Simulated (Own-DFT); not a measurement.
# What random displacements cost in monoclinic HfO2, 96 atoms (Hf32O64)

All numbers below are calculated, not measured. They come from Own-DFT, an in-house plane-wave density functional program, since retired, whose code no person has reviewed. Each row is one single-point run on a periodic cell that was not relaxed, without spin or spin-orbit coupling.

Settings of every run: PBE; PseudoDojo norm-conserving scalar-relativistic files; cutoff 72 hartree; 2 x 2 x 2 k mesh centred on Gamma; Fermi-Dirac smearing of 0.1 eV.

Known limits, some of them of some rows only: some atoms lie very close together; hafnium file: forces about 75 meV/angstrom off all-electron values; oxygen file: force components 24 meV/angstrom off all-electron in a glass; forces on such cells passed a denser k mesh, each cell not checked; stress not checked against mesh or cutoff.

Cell vectors in Å: (10.234, 0.000, 0.000); (0.000, 10.350, 0.000); (-1.696, 0.000, 10.445). In each run every atom was moved at random and independently from its ideal site; u is the rms move along one axis. E is the free energy for each atom above the fitted value at u = 0, and F the rms of the force components.

```
run   u (Å)  E (meV/atom)  F (eV/Å)  largest force (eV/Å)  P (GPa)
  1  0.0198          11.0     0.478                  2.03     4.03
  2  0.0198           9.2     0.406                  1.57     4.05
  3  0.0210          10.3     0.444                  1.51     3.78
  4  0.0481          59.6     1.036                  5.24     5.72
  5  0.0521             ?         ?                     ?        ?
  6  0.0531          69.4     1.166                  4.16     5.76
  7  0.0780         149.1     1.819                  9.59     8.94
  8  0.0868         190.5     1.967                  8.11    10.13
  9  0.1199         393.4     3.121                 17.02    16.52
 10  0.1444         618.6     4.821                 27.86    24.39
```

## Worked fit

For small independent moves the energy grows as E = (3/2) K u², with K the mean stiffness felt by one atom. The runs with u up to 0.11 Å give K = 16.7 ± 0.4 eV/Å², with residuals divided by u² + 0.0006 Å², since the noise grows with the moves. The scatter is 2.5 meV/atom at u = 0.05 Å. The forces follow F = G u with G = 22.2 eV/Å²; no force at u = 0 is resolved. G exceeds K because the moves of its neighbours add to the force on an atom, and stiffness differs between atoms. At u = 0.144 Å the parabola gives 521 meV/atom and the run 619. The pressure follows P = 3.58 + 870 u² GPa: at fixed volume, shortened bonds push harder than stretched ones pull.

## Withheld run

Question: what energy and rms force should run 5 give?

The fit gives 68 ± 3 meV/atom and about 1.16 eV/Å. The calculation gave 63.3 meV/atom and 1.063 eV/Å.
